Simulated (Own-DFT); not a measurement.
# Strain and stress in 4H SiC, 72 atoms (C36Si36)

All numbers below are calculated, not measured. They come from Own-DFT, an in-house plane-wave density functional program, since retired, whose code no person has reviewed. Each row is one single-point run on a periodic cell that was not relaxed, without spin or spin-orbit coupling.

Settings of every run: PBE; PseudoDojo norm-conserving scalar-relativistic files; cutoff 42 hartree; 4 x 4 x 3 k mesh centred on Gamma; Fermi-Dirac smearing of 0.1 eV.

Known limits: forces on such cells passed a denser k mesh, each cell not checked; stress not checked against mesh or cutoff.

Unstrained cell vectors in Å: (9.248, 0.000, 0.000); (-4.624, 8.009, 0.000); (0.000, 0.000, 10.068). The unstrained cell has measured lattice constants (interpolated for alloys), not those of this functional. That, the random moves and any unrelaxed bonds set the pressure at no strain. Each run strains this cell uniformly, with the atoms carried along. Every atom was also moved at random, by a Gaussian of width 0.05 Å on each axis. Strain is the symmetric tensor, in per cent. Stress is positive in tension, and the pressure is minus a third of its trace.

```
run,e_xx (%),e_yy (%),e_zz (%),e_yz (%),e_xz (%),e_xy (%),s_xx (GPa),s_yy (GPa),s_zz (GPa),s_yz (GPa),s_xz (GPa),s_xy (GPa),P (GPa),E (meV/atom)
1,-1.85,-1.85,-0.91,-1.93,0.44,-0.94,-17.16,-17.73,-15.40,-6.62,2.20,-4.78,16.76,42.9
2,1.47,-1.44,-0.33,-0.46,-0.93,-0.96,1.09,-13.49,-8.51,-2.08,-3.38,-4.32,6.97,50.6
3,-1.72,-1.31,0.10,1.40,-1.56,0.75,-16.74,-13.96,-7.82,5.02,-6.05,3.58,12.84,47.7
4,1.14,0.68,-0.55,-1.22,-1.95,1.27,1.84,0.60,-10.21,-4.08,-5.45,6.38,2.59,20.3
5,0.26,1.55,-1.17,-1.14,-0.20,-1.15,-2.06,3.81,-14.10,-4.33,-0.31,-5.68,4.11,15.9
6,0.57,1.99,-1.43,-0.05,0.64,-0.09,-0.24,5.63,-14.09,0.37,2.63,-1.06,2.90,13.9
7,-1.92,0.62,-0.74,-1.05,-0.17,-0.96,-14.85,-2.14,-13.95,-3.38,-0.26,-4.25,10.31,25.6
8,-1.78,-1.02,0.16,0.44,-1.65,-1.45,-16.05,-12.35,-7.17,2.06,-5.54,-8.01,11.86,38.1
9,-0.53,-1.88,1.99,1.42,1.22,0.63,-8.60,-14.70,4.60,3.46,3.93,3.80,6.23,17.9
10,1.82,0.41,-1.65,1.24,0.85,0.66,3.46,-0.16,-16.97,3.76,2.55,2.67,4.56,31.4
11,0.85,-0.06,0.51,-1.26,0.67,0.59,-0.50,-4.91,-4.10,-5.47,3.18,3.38,3.17,29.8
12,1.88,1.37,1.11,0.54,-1.15,-0.14,5.85,3.76,1.91,1.44,-3.52,0.15,-3.84,10.5
13,0.09,1.06,-1.03,0.82,-0.66,1.31,-4.12,0.14,-11.75,2.74,-3.29,5.05,5.24,25.0
14,-1.05,-0.03,-0.07,-1.05,0.51,0.27,-11.69,-6.42,-6.78,-4.53,2.60,2.37,8.30,23.3
15,0.75,-0.57,0.94,0.57,1.36,1.35,-0.32,-7.23,0.12,2.55,3.86,6.55,2.48,0.0
16,-0.64,1.71,-1.18,0.67,-0.51,-1.47,-6.75,3.56,-14.90,2.43,-1.69,-6.09,6.03,22.0
17,-1.10,-1.66,-0.47,0.37,0.46,-0.34,?,?,?,?,?,?,?,?
```

E is the free energy for each atom above the lowest run shown.

## Worked fit

Each stress component was fitted by least squares to a constant and the strains of the runs shown, as fractions, with shears doubled. Shear strains stay in the fit of a normal stress only where such slopes are resolved. The slopes, in GPa:

```
stress  at no strain  per e_xx  per e_yy  per e_zz  scatter
  s_xx          -5.2  533 ± 15  111 ± 18   44 ± 21     0.70
  s_yy          -5.1   76 ± 19  569 ± 22   25 ± 26     0.88
  s_zz          -7.0   63 ± 19   46 ± 22  656 ± 27     0.89
```

Each shear stress against twice its own strain: yz 176 ± 8, xz 168 ± 6, xy 233 ± 11 GPa. These are stiffnesses along x, y and z of the frame in which the cell vectors are given, which need not be the crystal's axes. The atoms are held to the strained lattice; where symmetry lets them move under strain, relaxing them would lower some slopes. The table should be nearly symmetric about its diagonal, and what it lacks of that shows the noise. A ninth of its sum, 236 ± 4 GPa, estimates the bulk modulus near the mean pressure of these runs, 6.3 GPa, so it lies above the value at zero pressure.

## Withheld run

Question: what normal stresses and pressure should run 17 give?

The fit gives s_xx = -13.1, s_yy = -15.5, s_zz = -11.5 and P = 13.3 GPa. The calculation gave -14.54, -17.21, -9.31 and P = 13.69 GPa.
